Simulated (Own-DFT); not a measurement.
## Calculated data, SiC (4H silicon carbide, atoms displaced)

Computed with Own-DFT development build. A calculation, not a measurement: plane-wave PBE density functional theory by an unreviewed code, no spin, of a simulated periodic cell, stress positive in tension, free energy of the whole cell less one offset for each atom, forces on such cells passed a denser k mesh, this cell's mesh not checked; offsets are fitted by least squares, one for each functional and potential file, so energies compare only between cells with the same atoms and settings and are not formation energies; the far tail of each file's local potential was reset to the Coulomb form; each entry is a single point on an unrelaxed cell, so the pressure reflects the starting lattice, mostly measured values (interpolated for alloys), from which strain is counted, and rises with the displacements; printed positions are rounded, which can move forces by about a meV/angstrom; the program, named Own-DFT, is a retired in-house code; no spin-orbit coupling.

```xyz
128
Lattice="12.3308 0.0000 0.0000 -6.1654 10.6788 0.0000 0.0000 0.0000 10.0681" Properties=species:S:1:pos:R:3:force_x:R:1:force_y:R:1:force_z:R:1 formula=SiC functional=PBE potential_files=PseudoDojo_norm-conserving,scalar-relativistic,standard_set wave_cutoff=42 occupations=Fermi-Dirac smearing_width=0.1 hardware=one_NVIDIA_H200 k_mesh=3_x_3_x_3_centred_on_Gamma free_energy_of_cell_above_offsets=-19.098 pressure=3.69 stress_xx=-3.14 stress_yy=-3.51 stress_zz=-4.42 stress_yz=-0.2 stress_xz=-0.48 stress_xy=-0.07 wall_time=530.9
Si     6.1255    10.6669     4.0599      0.877      0.219      1.255
Si    -0.0029     1.7966     1.5861      0.433     -0.065     -0.162
C      0.0284     0.0040     0.9954     -0.139      0.069     -0.614
C      0.0449     1.7418     3.4675     -1.653      1.366      0.005
Si    10.7444     2.6855     4.0929      1.305      -0.69     -0.264
Si    -1.5005     4.4609     1.5668      -0.86     -0.115      0.205
C     -1.5467     2.7012     0.9238      0.168     -0.577      0.616
C     -1.5189     4.4759     3.4920     -0.948     -0.903     -0.862
Si     9.2488     5.3372     4.0480     -0.434       0.27      1.031
Si    -3.1389     7.1070     1.6073      1.411      0.387     -0.951
C     -3.0379     5.3517     0.9368         -1      -0.29      0.219
C     -3.1050     7.1462     3.4783      0.084     -0.677     -0.035
Si     7.6965     8.0206     4.0971      0.057      0.432      0.472
Si    -4.6118     9.7608     1.5855      0.251      1.139     -0.027
C      7.6717     8.0358     0.9254      0.517      -0.65       1.33
C     -4.6192     9.8196     3.4755     -0.449     -0.962     -0.243
Si    -3.0991    10.6731     4.0700      0.512      0.744      0.908
Si     3.0766     1.7508     1.5623      1.294      0.376      0.843
C      3.0719     0.0099     0.8929      0.555     -0.771      1.721
C      3.0274     1.8099     3.5110      0.806     -0.653     -0.892
Si     1.4998     2.7248     4.0786      0.608     -1.258      0.955
Si     1.5477     4.4422     1.5310      0.462      -0.55      1.137
C      1.6210     2.6297     0.9626     -1.962       0.94     -0.927
C      1.5761     4.4575     3.5175      -1.66      0.337     -1.663
Si    -0.0382     5.2947     4.1298      1.767      1.647     -0.282
Si     0.0515     7.0636     1.6030     -0.683      1.315     -0.425
C      0.0048     5.3297     0.9652      0.696     -0.205     -0.515
C      0.0327     7.1601     3.4705     -0.386      -1.39      0.465
Si    -1.5394     7.9764     4.0951      0.089       0.72      0.762
Si    -1.5060     9.7889     1.5978     -0.255     -0.279     -0.761
C     -1.5120     7.9626     0.9527     -0.252      0.444      0.408
C     -1.5354     9.7754     3.5037     -0.406      0.219     -0.531
Si     6.1587     0.0119     4.0873     -0.074     -0.288      0.425
Si     6.1755     1.8096     1.5291      0.079     -0.682       1.17
C      6.1996     0.0326     0.9034     -0.599     -0.375        0.8
C      6.1534     1.7532     3.4601      -0.38      0.839     -0.304
Si     4.5739     2.6934     4.1029      0.769     -0.307     -0.396
Si     4.6551     4.4452     1.5045     -0.199      0.108      0.846
C      4.6687     2.6903     0.9238     -0.771     -0.729     -0.306
C      4.5934     4.4649     3.3824      0.677      0.155      1.313
Si     3.0619     5.3540     4.0654      0.839     -0.121     -0.035
Si     3.0724     7.1709     1.5364      0.416     -1.196      0.747
C      3.0957     5.3009     0.9073      0.023      1.316       1.18
C      3.0625     7.1248     3.4732      0.191       0.15     -0.811
Si     1.5640     8.0325     4.0984     -0.404     -0.205      0.432
Si     1.5276     9.7766     1.5856      0.646      0.615     -0.974
C      1.5620     8.0151     0.8828     -0.532     -0.159       1.92
C      1.5007     9.7654     3.4373      1.002      0.897      0.968
Si     9.2667     0.0408     4.1195     -0.816     -1.548     -0.516
Si     9.2219     1.7979     1.5387      1.449     -1.117      0.817
C      9.2650     0.0037     0.9023     -0.088     -0.212      0.911
C      9.2641     1.7295     3.4804     -0.543      1.687     -0.814
Si     7.6952     2.6410     4.0690     -0.039      0.164       0.41
Si     7.6950     4.4551     1.5781      1.219     -0.158      -0.34
C      7.7416     2.6658     0.9947     -1.156      0.717      -1.31
C      7.7069     4.4355     3.4425     -0.138      0.227      0.596
Si     6.1600     5.3730     4.1035     -0.143     -0.681     -1.417
Si     6.1685     7.1605     1.6039     -0.312     -1.055     -0.822
C      6.2150     5.3064     0.9007     -0.948      1.315      1.058
C      6.1758     7.1402     3.4540     -0.397      0.055      0.506
Si     4.5890     8.0093     4.1000      0.361      0.233     -0.816
Si     4.6756     9.7672     1.5537     -1.362      1.442      0.463
C      4.6283     8.0433     0.9873      0.252      -1.16     -1.318
C      4.6059     9.8073     3.4592     -0.081     -0.633      0.098
Si    -0.0113     0.0358     9.1831      0.139     -0.672     -1.066
Si     6.1138     8.8911     6.5942      0.462      0.208      0.234
C     12.3060     0.0008     6.0313     -0.134     -0.133     -1.398
C      6.1492     8.9161     8.4786      0.537     -0.047      0.874
Si    -4.6008     7.9957     9.1849     -0.401      0.934     -2.167
Si     7.7322     6.2214     6.6412     -0.411      1.027     -0.548
C     -4.6383     8.0561     5.9891     -0.282     -0.931     -0.261
C      7.6646     6.2606     8.5139      0.607     -1.018      0.193
Si     9.2332     5.3219     9.0952      0.457      0.853      0.426
Si     9.2637     3.5339     6.5823       -0.4      0.464      0.856
C      9.2482     5.3274     6.0020     -0.048     -0.231     -0.837
C      9.2321     3.5552     8.5151     -0.456     -0.346     -0.562
Si    10.7311     2.6217     9.1172      0.972      1.176      0.046
Si    10.7712     0.9354     6.5909      0.665     -1.004      0.895
C     10.7949     2.6516     5.9763     -0.016       0.97     -0.247
C     10.7697     0.8757     8.5008      0.072      0.165      -0.05
Si     9.2054     0.0039     9.1040      1.931     -1.027      0.851
Si     3.0849     8.9739     6.6447     -0.225     -1.007      -0.44
C      9.2410     0.0684     6.0003     -0.125     -0.838     -0.358
C      3.0713     8.8800     8.5185      0.951      0.644     -0.256
Si     4.6488     7.9999     9.0950     -0.193      0.205      0.706
Si     4.6147     6.2687     6.5795     -0.341     -1.134      0.303
C      4.5667     7.9944     5.9439      0.383      1.117      0.857
C      4.6623     6.1960     8.5029     -0.927      0.671      -0.32
Si     6.1306     5.3233     9.1441      1.402      0.234     -0.775
Si     6.1368     3.5603     6.5987      1.133      0.733     -0.025
C      6.1818     5.4376     5.9239     -0.416     -1.555      1.496
C      6.1815     3.5461     8.5269      -0.23       0.72     -1.068
Si     7.6527     2.6647     9.1355      1.909     -0.583      0.182
Si     7.6798     0.8964     6.6107      0.295      0.417      0.389
C      7.7237     2.6771     5.9934     -0.683      0.008     -0.521
C      7.7667     0.8369     8.5168       -2.5      1.828       -0.8
Si     6.1503     0.0266     9.1116       0.75     -0.812     -0.094
Si     0.0212     8.8928     6.5949     -0.717       0.22       0.43
C      6.1633     0.0360     5.9992     -0.072     -0.952     -0.601
C     -0.0439     8.9484     8.4828      1.685      -0.61      0.411
Si     1.5872     8.0199     9.1569     -1.695          0     -2.069
Si     1.5550     6.2559     6.5415      0.002     -0.668      1.378
C      1.5794     8.0067     6.0138     -0.324      1.173     -1.117
C      1.5432     6.2879     8.4534      0.362     -1.357      0.907
Si     3.1193     5.3222     9.1706     -1.109      1.124     -1.975
Si     3.0908     3.5548     6.6238     -0.267      -0.02     -0.329
C      3.0640     5.3156     5.9276      0.783      0.389      0.731
C      3.1041     3.5967     8.5231      0.313     -0.923     -0.544
Si     4.6805     2.6801     9.0939      -1.43     -0.515      0.518
Si     4.5961     0.8486     6.6507      0.916      0.735      -0.86
C      4.6599     2.6409     6.0104     -1.135       0.36     -0.432
C      4.6603     0.8926     8.4817     -1.085      0.402      0.873
Si    -3.0885    10.6507     9.1385      0.464      0.441     -0.938
Si    -3.1260     8.9289     6.5997       0.65     -0.324      0.872
C      3.0988     0.0136     6.0080     -0.725     -0.325     -0.842
C     -3.0551     8.9012     8.5128     -0.459     -0.545      0.218
Si    -1.4691     7.9790     9.1258     -1.255      0.727      0.077
Si    -1.5620     6.1996     6.6257      0.543      1.018     -0.357
C     -1.5903     8.0243     6.0493      0.776     -0.579     -1.567
C     -1.5096     6.2479     8.4703     -0.739     -0.999       0.94
Si    -0.0056     5.3220     9.1300      0.526      1.429     -0.381
Si    -0.0047     3.5435     6.6307      0.339      0.744      -0.01
C      0.0033     5.3755     5.9829     -0.396     -0.904       0.04
C     -0.0329     3.6167     8.5240      0.462     -2.262     -0.188
Si     1.5934     2.6438     9.0955     -0.948      1.062      0.687
Si     1.5433     0.8413     6.6310     -0.345      0.923     -0.558
C      1.5234     2.6509     5.9958      0.261      0.026      0.027
C      1.5464     0.9047     8.4945     -0.004     -0.713      0.486
```

Units: wave_cutoff in hartree; smearing_width, free_energy_of_cell_above_offsets in eV; pressure, stress_xx, stress_yy, stress_zz, stress_yz, stress_xz, stress_xy in GPa; wall_time in s; force_x, force_y, force_z in eV/Å.
